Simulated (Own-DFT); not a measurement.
# What random displacements cost in a stack of InAs and GaAs layers, 64 atoms (As32Ga24In8)

These are calculations, not measurements. The program, named Own-DFT, is a retired in-house plane-wave density functional code that no person has reviewed. Each row is one single-point run on a periodic cell that was not relaxed, without spin or spin-orbit coupling.

Settings of every run: PBE; PseudoDojo norm-conserving scalar-relativistic files; cutoff 42 hartree; 3 x 3 x 3 k mesh centred on Gamma; Fermi-Dirac smearing of 0.1 eV.

Known limits: forces on such cells passed a denser k mesh, each cell not checked; stress not checked against mesh or cutoff.

Cell vectors in Å: (11.307, 0.000, 0.000); (0.000, 11.307, 0.000); (0.000, 0.000, 11.307). In each run every atom was moved at random and independently from its ideal site; u is the rms move along one axis. E is the free energy for each atom above the fitted value at u = 0, and F the rms of the force components.

| run | u (Å) | E (meV/atom) | F (eV/Å) | largest force (eV/Å) | P (GPa) |
|---|---|---|---|---|---|
| 1 | 0.0310 | 15.6 | 0.736 | 3.13 | 9.06 |
| 2 | 0.0326 | ? | ? | ? | ? |
| 3 | 0.0618 | 61.8 | 1.135 | 5.53 | 9.69 |
| 4 | 0.0631 | 65.2 | 1.155 | 4.98 | 9.70 |
| 5 | 0.0965 | 165.8 | 1.683 | 6.89 | 11.07 |
| 6 | 0.1014 | 167.0 | 1.772 | 7.91 | 11.03 |
| 7 | 0.1058 | 167.5 | 1.677 | 8.64 | 10.91 |

## Worked fit

For small independent moves the energy grows as E = (3/2) K u², with K the mean stiffness felt by one atom. The runs with u up to 0.11 Å give K = 10.9 ± 0.4 eV/Å², with residuals divided by u² + 0.0006 Å², since the noise grows with the moves. The scatter is 2.9 meV/atom at u = 0.05 Å. The forces follow F² = F0² + G² u², fitted to F/u, with G = 16.1 eV/Å² and F0 = 0.54 eV/Å. F0 is the force that atoms already bear on their ideal sites. G exceeds K because the moves of its neighbours add to the force on an atom, and stiffness differs between atoms. The pressure follows P = 8.91 + 202 u² GPa: at fixed volume, shortened bonds push harder than stretched ones pull.

## Withheld run

Question: what energy and rms force should run 2 give?

The fit gives 17 ± 2 meV/atom and about 0.75 eV/Å. The calculation gave 10.6 meV/atom and 0.681 eV/Å. This run lies off the fit, by chance or by something that the fit leaves out.
